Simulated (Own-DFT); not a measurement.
# Slab less bulk: wurtzite AlN, m plane (10-10)

Everything here is calculated. The program is Own-DFT (plane waves, in-house, since retired, never reviewed by a person); positions were held fixed, and spin and spin-orbit coupling were off.

Known weak points (not all hold for every row): some atoms lie very close together; forces not confirmed at this smearing and k mesh; k mesh not checked against a denser one.

Both sets of runs: PBE; PseudoDojo norm-conserving scalar-relativistic files; cutoff 42 hartree; Gaussian smearing of 0.01 eV. The slab has 128 atoms in 16 layers, two equal faces of 62.02 Å² as cut, 15 Å of vacuum, a dipole correction along the normal and a 6 x 3 x 1 mesh. The bulk cell has 72 atoms, the same measured lattice constants and a 4 x 4 x 3 mesh. All atoms were moved at random; u is the rms move along one axis. Energies are counted from -174.06 eV for each atom.

```
slab run   u (Å)  E (eV, cell)
       1  0.0193        20.459
       2  0.0196        20.285
       3  0.0196        20.596
       4  0.0197        20.251
       5  0.0202        20.588
       6  0.0203        20.745
       7  0.0209        20.228
       8  0.0487        27.304
       9  0.0516        30.512
      10  0.0983        53.102
      11  0.1071        66.843
      12  0.1090        71.703
```

| bulk run | u (Å) | E (meV/atom) |
|---|---|---|
| 1 | 0.0177 | -4.87 |
| 2 | 0.0192 | -2.99 |
| 3 | 0.0200 | -1.06 |
| 4 | 0.0202 | -1.96 |
| 5 | 0.0216 | -0.31 |
| 6 | 0.0968 | 288.91 |
| 7 | 0.1009 | 332.53 |
| 8 | 0.1015 | 307.79 |
| 9 | 0.1037 | 335.20 |
| 10 | 0.1068 | 358.31 |

Question: what is the energy of the unrelaxed surface?

## Solution

Take each set to u = 0 with E = a + b u². Residuals are scaled by 1/(u² + 0.0006 Å²) to tame the large moves. Slab: a = 18.85 ± 0.14 eV. Bulk: a = -15.0 ± 0.4 meV/atom. The excess is 18.85 - 128 x (-0.0150) = 20.77 ± 0.15 eV. Over two faces that is 167 meV/Å², or 2.68 ± 0.02 J/m². Relaxing the faces would lower the energy, and the unlike meshes and the reach from the smallest u down to zero add errors that aren't counted here.
